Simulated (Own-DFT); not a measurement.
## Calculated data, Si4SnGe11 (diamond-structure random alloy, atoms displaced)

Computed with Own-DFT development build. A calculation, not a measurement: plane-wave density functional theory by an unreviewed code, no spin, of a simulated periodic cell, stress positive in tension, run twice, with PBE and with PBEsol, both on files made for PBE, so the change isn't that of files made for PBEsol, forces on such cells moved up to 12 meV/angstrom on a denser k mesh; the far tail of each file's local potential was reset to the Coulomb form; each entry is a single point on an unrelaxed cell, so the pressure reflects the starting lattice, mostly measured values (interpolated for alloys), from which strain is counted, and rises with the displacements; printed positions are rounded, which can move forces by about a meV/angstrom; the program, named Own-DFT, is a retired in-house code; no spin-orbit coupling; stress was not checked against mesh or cutoff.

```xyz
64
Lattice="11.3064 0.0000 0.0000 0.0000 11.3064 0.0000 0.0000 0.0000 11.3064" Properties=species:S:1:pos:R:3:PBE_force_x:R:1:PBE_force_y:R:1:PBE_force_z:R:1:PBEsol_force_x:R:1:PBEsol_force_y:R:1:PBEsol_force_z:R:1 formula=Si4SnGe11 functional=PBE,then_PBEsol potential_files=PseudoDojo_norm-conserving,scalar-relativistic,standard_set wave_cutoff=49 occupations=Fermi-Dirac smearing_width=0.1 k_mesh=3_x_3_x_3_centred_on_Gamma PBE_pressure=4.2 PBE_stress_xx=-4.19 PBE_stress_yy=-4.22 PBE_stress_zz=-4.2 PBE_stress_yz=0.92 PBE_stress_xz=0.14 PBE_stress_xy=0.27 PBEsol_pressure=1.53 PBEsol_stress_xx=-1.52 PBEsol_stress_yy=-1.54 PBEsol_stress_zz=-1.52 PBEsol_stress_yz=0.88 PBEsol_stress_xz=0.14 PBEsol_stress_xy=0.26 rms_change_of_force_components_from_PBE_to_PBEsol=0.046
Si    11.2445    11.3011     0.0282      0.561     -0.026     -0.227       0.55     -0.025     -0.219
Ge     0.0343     2.8019     2.8526     -1.717     -0.803     -1.407     -1.602     -0.776      -1.37
Ge     2.8045    11.2988     2.8289        0.6      -0.13     -0.452      0.544     -0.089     -0.403
Ge     2.7908     2.8357    11.2890      2.379     -2.057      1.753      2.275     -1.967      1.732
Ge     1.4066     1.3880     1.3832     -0.314     -0.265     -0.126     -0.268     -0.218      -0.08
Sn     1.4187     4.2408     4.2636      0.153     -0.451      0.495      0.102     -0.394      0.433
Ge     4.2097     1.4686     4.2102      0.149     -0.805      0.712      0.156     -0.783       0.62
Ge     4.3287     4.1999     1.4204     -1.006      0.093      0.205      -0.97      0.092      0.193
Ge     0.0126     0.0179     5.6517      -0.64      0.081     -0.373     -0.583      0.047     -0.327
Ge    11.2894     2.9010     8.4711     -0.321     -1.536     -0.822     -0.316     -1.492     -0.803
Si     2.8212     0.0017     8.4477       0.19      0.435      0.855      0.147       0.39      0.798
Si     2.8430     2.8143     5.6410      0.641     -0.947      1.223      0.629     -0.926        1.2
Ge     1.3872     1.3864     7.0601      0.688       0.65      0.248        0.6      0.627       0.23
Sn     1.4907     4.2231     9.9033     -1.024     -2.329     -0.328     -1.005      -2.27      -0.32
Si     4.2605     1.3904     9.9480     -0.032     -0.172     -0.653     -0.071     -0.129     -0.606
Ge     4.2105     4.2193     7.0787      1.608     -1.461     -1.585      1.556     -1.348     -1.534
Sn     0.0040     5.6172    11.2692     -0.816      1.034      2.261     -0.754      1.057      2.148
Si     0.0140     8.4243     2.7920        0.3      0.415      0.811      0.292      0.404      0.794
Ge     2.7975     5.6506     2.8631       1.74      0.951     -1.586      1.647      0.896      -1.57
Ge     2.7939     8.4899    11.2926      1.014      0.246      0.619      0.941      0.201      0.567
Ge     1.4258     7.0732     1.4200      0.505      0.696      0.731      0.528      0.641      0.671
Ge     1.4013     9.9319     4.2489     -0.428     -0.768     -0.605     -0.378     -0.707     -0.551
Si     4.2161     7.0378     4.1891      0.172      0.472      0.544      0.172      0.458      0.533
Si     4.3053     9.8901     1.4485     -0.403      0.098     -0.404     -0.432      0.056      -0.35
Ge    11.2598     5.6144     5.6494      0.109      1.961      0.999      0.093      1.894      0.972
Ge    11.2865     8.4717     8.4789     -0.047      0.257      0.481      -0.04      0.237       0.46
Sn     2.8185     5.6229     8.4463      1.514      1.738     -1.352      1.479      1.696     -1.315
Ge     2.8347     8.5227     5.6144      0.226     -0.567      0.133      0.184     -0.511       0.16
Ge     1.4302     7.1026     7.1353     -1.264       0.92     -2.139     -1.232      0.891     -2.066
Ge     1.4291     9.9131     9.9234     -0.576      0.629     -0.408     -0.556      0.537     -0.392
Ge     4.2080     7.0494     9.8601      1.472      1.279      1.063      1.392      1.207      1.061
Ge     4.2281     9.9629     7.0630      0.513     -0.285     -0.057      0.465     -0.312     -0.088
Si     5.6713    11.2902     0.0327     -0.306     -0.079      -0.12      -0.22     -0.075     -0.116
Ge     5.6768     2.7911     2.8602      0.434      0.081      -0.36      0.409      0.084     -0.349
Ge     8.4698     0.0410     2.8840      0.932     -0.201       -0.4       0.86     -0.232     -0.419
Ge     8.4353     2.8956    11.2927      1.153      -0.59      0.417      1.081     -0.594      0.372
Ge     7.1245     1.3911     1.3930     -0.665      0.064     -0.093     -0.613      0.096     -0.051
Ge     7.0709     4.2408     4.2584      0.344       0.24     -0.171      0.298      0.199     -0.138
Si     9.8999     1.4264     4.2429      0.229       -0.2       0.01       0.23     -0.197      0.013
Si     9.9053     4.2563     1.3898     -1.372     -1.014      1.677     -1.309     -1.032      1.606
Si     5.6635     0.0040     5.6144      0.073      0.289      0.057      0.069      0.282      0.051
Si     5.6260     2.8068     8.4523     -0.187      0.009      0.847     -0.152      0.052      0.789
Si     8.5035     0.0180     8.4882     -0.312     -0.204      0.057     -0.302     -0.197      0.052
Ge     8.5159     2.7800     5.6427     -0.018      0.363      0.026     -0.055      0.389      0.062
Ge     7.0544     1.4612     7.0966     -0.018     -0.942     -0.182      0.024     -0.884     -0.216
Ge     7.0734     4.2232     9.8946      -0.99      0.027     -0.744     -0.919      0.057     -0.679
Ge     9.9336     1.4298     9.8733     -0.608     -0.242      0.262     -0.587     -0.166      0.244
Ge     9.9570     4.2467     7.0181     -1.486     -0.082      0.621      -1.42     -0.082      0.603
Ge     5.6469     5.6200     0.0053      0.387      0.754     -0.031      0.372      0.716     -0.029
Ge     5.6791     8.4659     2.8606     -0.587     -0.138     -0.256     -0.494     -0.133     -0.249
Si     8.4609     5.6418     2.8116      0.858     -0.444      0.287      0.799       -0.4      0.316
Ge     8.4872     8.4303    11.3055      0.316      0.296      0.102      0.299      0.277      0.101
Ge     7.1266     7.0641     1.4792     -0.516      -0.38     -0.486     -0.531     -0.325     -0.507
Ge     7.1169     9.8731     4.1985     -0.862       0.52      0.771     -0.802      0.473      0.718
Ge     9.9191     7.0661     4.2622     -0.628     -0.007     -0.698     -0.609     -0.016     -0.611
Ge     9.9492     9.8524     1.4682       -0.5      0.271     -0.274     -0.546      0.263     -0.273
Ge     5.6474     5.6976     5.6530      -0.08      0.029      0.072     -0.081     -0.042      0.065
Si     5.6226     8.4938     8.4769      0.195     -0.208     -0.345       0.15      -0.17     -0.299
Ge     8.4604     5.6704     8.5211     -0.148     -0.207     -1.194     -0.102     -0.228     -1.108
Ge     8.4325     8.4902     5.6647      0.548     -0.253      0.096      0.573     -0.206      0.048
Si     7.0700     7.1075     7.0592      -0.54     -0.056       0.63      -0.49     -0.092       0.58
Ge     7.0452     9.8445     9.9058      0.095      0.598     -0.325      0.132      0.548     -0.282
Ge     9.9039     6.9795     9.8970     -1.218      2.076     -1.176     -1.185      2.012     -1.146
Ge     9.9045     9.8980     7.0511     -0.473      0.278      0.312     -0.422      0.239      0.272
```

Units: wave_cutoff in hartree; smearing_width in eV; PBE_pressure, PBE_stress_xx, PBE_stress_yy, PBE_stress_zz, PBE_stress_yz, PBE_stress_xz, PBE_stress_xy, PBEsol_pressure, PBEsol_stress_xx, PBEsol_stress_yy, PBEsol_stress_zz, PBEsol_stress_yz, PBEsol_stress_xz, PBEsol_stress_xy in GPa; rms_change_of_force_components_from_PBE_to_PBEsol, PBE_force_x, PBE_force_y, PBE_force_z, PBEsol_force_x, PBEsol_force_y, PBEsol_force_z in eV/Å.
